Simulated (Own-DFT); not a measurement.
# Strain and stress in C40 NbSi2, 36 atoms (Nb12Si24)

All numbers below are calculated, not measured. They come from Own-DFT, an in-house plane-wave density functional program, since retired, whose code no person has reviewed. Each row is one single-point run on a periodic cell that was not relaxed, without spin or spin-orbit coupling.

Settings of every run: PBEsol; PseudoDojo norm-conserving scalar-relativistic files, made for PBE; cutoff 42 hartree; 4 x 4 x 5 k mesh centred on Gamma; cold (Marzari-Vanderbilt) smearing of 0.2 eV.

Known limits: forces on such cells failed a check on a denser k mesh; stress not checked against mesh or cutoff.

Unstrained cell vectors in Å: (0.000, 8.324, 0.000); (-9.613, 0.000, 0.000); (0.000, 0.000, 6.586). The unstrained cell was taken from the Materials Project. The random moves and any unrelaxed bonds add to the pressure at no strain. Each run strains this cell uniformly, with the atoms carried along. Every atom was also moved at random, by a Gaussian of width 0.05 Å on each axis. Strain is the symmetric tensor, in per cent. Stress is positive in tension, and the pressure is minus a third of its trace.

| run | e_xx (%) | e_yy (%) | e_zz (%) | e_yz (%) | e_xz (%) | e_xy (%) | s_xx (GPa) | s_yy (GPa) | s_zz (GPa) | s_yz (GPa) | s_xz (GPa) | s_xy (GPa) | P (GPa) | E (meV/atom) |
|---|---|---|---|---|---|---|---|---|---|---|---|---|---|---|
| 1 | -0.46 | -1.20 | -1.84 | 0.70 | -0.58 | -1.26 | -2.91 | -5.20 | -10.94 | 2.49 | -1.62 | -4.22 | 6.35 | 26.5 |
| 2 | 0.09 | 0.93 | 1.35 | -1.57 | -1.84 | 0.61 | 3.26 | 5.37 | 6.03 | -3.96 | -5.48 | 1.52 | -4.89 | 25.9 |
| 3 | -1.40 | -0.98 | 0.59 | -0.76 | 1.54 | -1.54 | -4.40 | -3.54 | 0.10 | -2.21 | 5.11 | -4.76 | 2.62 | 33.5 |
| 4 | 1.51 | -1.06 | -1.09 | -1.75 | -1.17 | 1.28 | 5.25 | -2.28 | -4.76 | -5.60 | -3.67 | 3.22 | 0.60 | 16.4 |
| 5 | 1.74 | -0.92 | -0.97 | 1.55 | 1.89 | -1.23 | 5.77 | -1.05 | -5.01 | 5.12 | 5.24 | -3.97 | 0.09 | 31.3 |
| 6 | 1.48 | 1.41 | 0.70 | -1.63 | -0.80 | -0.47 | 7.93 | 7.13 | 5.05 | -4.65 | -2.36 | -1.14 | -6.70 | 25.8 |
| 7 | -0.19 | 0.61 | 0.62 | -1.71 | 0.97 | -0.33 | 1.38 | 3.20 | 2.49 | -5.57 | 2.76 | -0.75 | -2.35 | 27.8 |
| 8 | 1.51 | -0.21 | 1.57 | 1.38 | 0.26 | -0.75 | 7.47 | 3.25 | 7.21 | 3.84 | 0.25 | -1.88 | -5.98 | 20.6 |
| 9 | 0.25 | -0.99 | -0.39 | 0.60 | 0.45 | -0.64 | 1.75 | -2.13 | -2.07 | 1.96 | 1.12 | -2.10 | 0.81 | 0.0 |
| 10 | -0.49 | -0.22 | -0.95 | 1.82 | 0.00 | -1.99 | -2.35 | -0.73 | -6.17 | 6.02 | -0.28 | -5.58 | 3.08 | 37.4 |
| 11 | -0.49 | 1.63 | -0.40 | 0.63 | -1.60 | 0.62 | 0.62 | 6.89 | -1.10 | 2.06 | -4.92 | 1.75 | -2.14 | 11.7 |
| 12 | 1.94 | 0.99 | 0.98 | 0.36 | 1.22 | 1.93 | 9.00 | 6.16 | 5.77 | 0.71 | 3.48 | 4.85 | -6.98 | 36.5 |
| 13 | 1.87 | -1.07 | 0.29 | 0.10 | -0.46 | -1.47 | 7.88 | -1.14 | 2.30 | -0.16 | -0.99 | -4.25 | -3.01 | 8.5 |
| 14 | 1.51 | -0.11 | -0.76 | 1.05 | 1.40 | 1.05 | 6.21 | 1.92 | -2.78 | 3.89 | 4.05 | 2.63 | -1.78 | 12.0 |
| 15 | 1.37 | -0.86 | -1.34 | -1.79 | 1.97 | 1.54 | 3.87 | -2.83 | -7.77 | -6.82 | 6.95 | 4.95 | 2.24 | 62.6 |
| 16 | -1.82 | -1.20 | 0.16 | 1.73 | 1.83 | -0.90 | ? | ? | ? | ? | ? | ? | ? | ? |

E is the free energy for each atom above the lowest run shown.

## Worked fit

Each stress component was fitted by least squares to a constant and the strains of the runs shown, as fractions, with shears doubled. Shear strains stay in the fit of a normal stress only where such slopes are resolved. The slopes, in GPa:

| stress | at no strain | per e_xx | per e_yy | per e_zz | scatter |
|---|---|---|---|---|---|
| s_xx | 1.1 | 362 ± 12 | 67 ± 15 | 80 ± 15 | 0.49 |
| s_yy | 1.0 | 79 ± 14 | 357 ± 18 | 70 ± 17 | 0.58 |
| s_zz | -0.7 | 80 ± 17 | 76 ± 22 | 469 ± 21 | 0.71 |

Each shear stress against twice its own strain: yz 160 ± 7, xz 154 ± 4, xy 136 ± 6 GPa. These are stiffnesses along x, y and z of the frame in which the cell vectors are given, which need not be the crystal's axes. The atoms are held to the strained lattice; where symmetry lets them move under strain, relaxing them would lower some slopes. The table should be nearly symmetric about its diagonal, and what it lacks of that shows the noise. A ninth of its sum, 182 ± 7 GPa, estimates the bulk modulus near the mean pressure of these runs, -1.2 GPa.

## Withheld run

Question: what normal stresses and pressure should run 16 give?

The fit gives s_xx = -6.2, s_yy = -4.6, s_zz = -2.3 and P = 4.3 GPa. The calculation gave -6.73, -4.26, -2.66 and P = 4.55 GPa.
